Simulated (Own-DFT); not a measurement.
# Point defects and the pressure they add: C40 NbSi2

Calculated, not measured: single-point runs of Own-DFT, a retired in-house plane-wave DFT program that no person has reviewed, on unrelaxed cells, without spin or spin-orbit coupling.

Method: PBE; PseudoDojo norm-conserving scalar-relativistic files; cutoff 42 hartree; 4 x 4 x 5 k mesh centred on Gamma; cold (Marzari-Vanderbilt) smearing of 0.2 eV.

Caveats: forces on such cells failed a check on a denser k mesh; stress not checked against mesh or cutoff.

All runs share one cell, with vectors in Å (0.000, 8.324, 0.000); (-9.613, 0.000, 0.000); (0.000, 0.000, 6.586) and a volume of 527.0 Å³. u is the rms random offset of the atoms per axis. The defect's site can differ from row to row.

| cell | formula | u (Å) | P (GPa) |
|---|---|---|---|
| no defect | Nb12Si24 | 0.0188 | 1.51 |
| no defect | Nb12Si24 | 0.0215 | 1.55 |
| no defect | Nb12Si24 | 0.0449 | 2.21 |
| two Nb on a Si site each | Nb14Si22 | 0.0297 | 7.50 |
| two Nb on a Si site each | Nb14Si22 | 0.0300 | ? |
| two Nb on a Si site each | Nb14Si22 | 0.0452 | 7.98 |
| two Nb on a Si site each | Nb14Si22 | 0.0498 | 8.42 |
| two Si on a Nb site each | Nb10Si26 | 0.0286 | 1.69 |
| two Si on a Nb site each | Nb10Si26 | 0.0481 | 2.27 |
| two Si on a Nb site each | Nb10Si26 | 0.0487 | 2.10 |
| two Nb vacancies | Nb10Si24 | 0.0321 | -0.25 |
| two Nb vacancies | Nb10Si24 | 0.0506 | 0.60 |
| two Nb vacancies | Nb10Si24 | 0.0538 | 0.95 |
| one Si vacancy | Nb12Si23 | 0.0288 | 0.93 |
| one Si vacancy | Nb12Si23 | 0.0351 | 1.08 |
| one Si vacancy | Nb12Si23 | 0.0479 | 1.86 |

## Working it out

P = P0 + c u² + a shift for each defect gives P0 = 1.28 GPa, c = 506 ± 50 GPa/Å² and a scatter of 0.14 GPa. The shifts, and each times the cell's volume:

- two Nb on a Si site each: 5.77 ± 0.12 GPa, 19.0 eV (9.5 eV for each of its 2 sites)
- two Si on a Nb site each: -0.19 ± 0.12 GPa, -0.6 eV (-0.3 eV for each of its 2 sites) (not resolved)
- one Si vacancy: -0.72 ± 0.12 GPa, -2.4 eV
- two Nb vacancies: -1.94 ± 0.13 GPa, -6.4 eV (-3.2 eV for each of its 2 sites)

A positive shift means that the defect pushes the cell outwards. Shift times volume (160.2 GPa Å³ is 1 eV) depends little on the cell's size, so, taken for each site, it can be compared between cells at like pressure. The atoms around the defects weren't relaxed, which would change these numbers.

## Prediction

Question: what pressure belongs in the blank (two Nb on a Si site each, u = 0.0300 Å)?

The fit gives 7.51 ± 0.17 GPa. The run itself gave 7.43 GPa.
